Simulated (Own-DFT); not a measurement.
## Calculated data, Al3GaN4 (wurtzite random alloy, strained, atoms displaced)

All values are calculated (Own-DFT development build). A calculation, not a measurement: plane-wave PBE density functional theory by an unreviewed code, no spin, of a simulated periodic cell, stress positive in tension, free energy of the whole cell less one offset for each atom, forces on such cells passed a denser k mesh, this cell's mesh not checked; offsets are fitted by least squares, one for each functional and potential file, so energies compare only between cells with the same atoms and settings and are not formation energies; the far tail of each file's local potential was reset to the Coulomb form; each entry is a single point on an unrelaxed cell, so the pressure reflects the starting lattice, mostly measured values, from which strain is counted, and rises with the displacements; printed positions are rounded, which can move forces by about a meV/angstrom; the program is a retired in-house code; no spin-orbit coupling.

Al3GaN4 (wurtzite random alloy, strained, atoms displaced)

```
CELL_PARAMETERS angstrom
9.39380 0.00000 0.00000
-4.69690 8.13520 0.00000
0.00000 0.00000 9.86420
ATOMIC_POSITIONS crystal
Ga 0.10796 0.22265 0.01007
Al 0.22305 0.11093 0.25009
N 0.11014 0.21717 0.19114
N 0.21367 0.11100 0.43594
Ga 0.10487 0.22484 0.50235
Al 0.21483 0.09817 0.74958
N 0.11879 0.22621 0.68772
N 0.22943 0.11673 0.94147
Al 0.11631 0.56112 0.98880
Al 0.21485 0.45154 0.25053
N 0.11662 0.55845 0.19264
N 0.21910 0.44775 0.43698
Ga 0.11881 0.55951 0.49919
Ga 0.22233 0.44328 0.74694
N 0.11793 0.56746 0.68860
N 0.22153 0.44470 0.93751
Al 0.11228 0.89727 0.99539
Ga 0.22932 0.78117 0.24749
N 0.10549 0.88529 0.18030
N 0.22009 0.77367 0.44100
Al 0.11182 0.89631 0.49452
Al 0.21891 0.78296 0.75206
N 0.09958 0.87711 0.68700
N 0.22366 0.77588 0.94616
Al 0.44522 0.22358 0.99357
Al 0.55039 0.10989 0.24953
N 0.45407 0.22867 0.19932
N 0.55997 0.10652 0.44406
Al 0.43947 0.21701 0.49496
Al 0.55331 0.11608 0.74889
N 0.44092 0.22454 0.68987
N 0.55373 0.10896 0.94042
Al 0.44306 0.55077 0.00221
Al 0.56068 0.44870 0.25677
N 0.45752 0.57407 0.18421
N 0.55082 0.43697 0.43877
Ga 0.45096 0.56232 0.50283
Ga 0.55846 0.44183 0.74839
N 0.44064 0.55332 0.69393
N 0.55443 0.44344 0.93025
Al 0.44276 0.88989 0.99477
Al 0.55112 0.78013 0.24305
N 0.43940 0.88735 0.18003
N 0.55538 0.76506 0.43848
Al 0.44168 0.89215 0.50154
Al 0.56133 0.77654 0.75246
N 0.44580 0.89533 0.68894
N 0.55950 0.77557 0.95099
Ga 0.78640 0.22055 0.99891
Al 0.89110 0.10161 0.26028
N 0.77496 0.21756 0.17715
N 0.91124 0.11955 0.43758
Al 0.77069 0.21569 0.50645
Al 0.89017 0.11375 0.74851
N 0.77649 0.22077 0.69283
N 0.88545 0.10938 0.94763
Al 0.78522 0.56580 0.99848
Al 0.88535 0.44087 0.24501
N 0.77137 0.55057 0.19597
N 0.88489 0.44446 0.43915
Al 0.77911 0.56029 0.49610
Al 0.89680 0.45333 0.75982
N 0.77848 0.55314 0.68367
N 0.90429 0.44408 0.93738
Al 0.77063 0.87783 0.99774
Al 0.89130 0.77996 0.24426
N 0.76825 0.88277 0.19642
N 0.88716 0.77348 0.44412
Ga 0.77300 0.87533 0.50507
Al 0.87980 0.76380 0.74970
N 0.77313 0.88042 0.69753
N 0.88828 0.76937 0.93081
```

```
functional                        : PBE
potential files                   : PseudoDojo norm-conserving, scalar-relativistic, standard set with the stringent files for Ga
wave cutoff                       : 96 hartree
occupations                       : Gaussian
smearing width                    : 0.01 eV
k mesh                            : 4 x 4 x 3 centred on Gamma
free energy of cell above offsets : -20.897 eV
pressure                          : 11.19 GPa
stress xx                         : -7 GPa
stress yy                         : -8.71 GPa
stress zz                         : -17.86 GPa
stress yz                         : 0.29 GPa
stress xz                         : -0.36 GPa
stress xy                         : -1.22 GPa
```

Force:
```tsv
element	x (eV/Å)	y (eV/Å)	z (eV/Å)
Ga	0.217	0.297	-2.486
Al	0.223	0.192	-1.008
N	-0.069	0.849	2.723
N	1.992	-0.368	0.527
Ga	3.57	2.407	0.19
Al	-0.09	1.52	-0.365
N	-0.746	-2.287	1.902
N	-0.577	-1.094	-0.629
Al	1.077	-0.718	2.137
Al	2.698	-1.093	-0.406
N	-2.089	-0.648	-1.816
N	1.674	-0.31	-0.149
Ga	-2.017	-0.982	-0.079
Ga	-0.554	0.474	0.304
N	-0.733	-0.746	1.687
N	0.425	0.469	1.45
Al	0.681	-0.999	-0.356
Ga	-1.464	-0.606	-0.048
N	-0.159	1.085	1.3
N	-0.257	3.099	0.066
Al	0.198	-1.593	0.321
Al	1.336	-0.195	-0.347
N	0.043	1.327	0.456
N	-1.078	1.447	-1.531
Al	1.028	0.434	1.199
Al	1.687	-0.034	-0.694
N	-1.626	-0.55	-1.317
N	-1.242	-0.002	-0.954
Al	-0.08	0.396	0.338
Al	0.454	-0.344	0.134
N	0.058	-2.242	-0.886
N	-0.563	0.339	-0.624
Al	-0.138	0.183	-1.121
Al	-1.551	0.035	-1.427
N	-0.499	-3.618	1.36
N	0.695	0.441	1.253
Ga	-0.675	-3.128	-0.065
Ga	-0.734	0.46	-1.711
N	1.106	1.646	0.12
N	0.797	0.431	3.865
Al	0.886	-0.032	-0.326
Al	0.084	0.475	0.833
N	1.383	1.616	1.429
N	-1.97	3.935	-1.152
Al	0.879	-1.465	-0.215
Al	-2.139	-0.362	0.62
N	0.198	-0.735	1.051
N	-1.573	-0.358	-2.041
Ga	-2.266	0.419	-1.628
Al	-1.102	0.691	-3.007
N	0.148	0.018	5.394
N	-6.163	-3.14	0.764
Al	1.561	1.723	-1.198
Al	0.387	-0.408	0.726
N	0.238	0.607	0.568
N	2.305	-2.488	-2.484
Al	-0.086	-2.97	0.754
Al	0.621	-0.23	0.507
N	1.172	1.375	-1.612
N	0.012	-0.999	-0.157
Al	0.498	-1.95	-0.312
Al	-0.017	-0.801	-3.551
N	0.77	-0.114	0.841
N	-2.426	1.033	1.456
Al	0.933	1.667	0.886
Al	-0.764	-0.795	1.023
N	1.711	0.809	-0.937
N	1.227	0.698	-1.563
Ga	-0.25	1.656	-0.748
Al	0.15	0.978	-1.578
N	0.781	1.276	0.406
N	-0.207	1.894	1.935
```
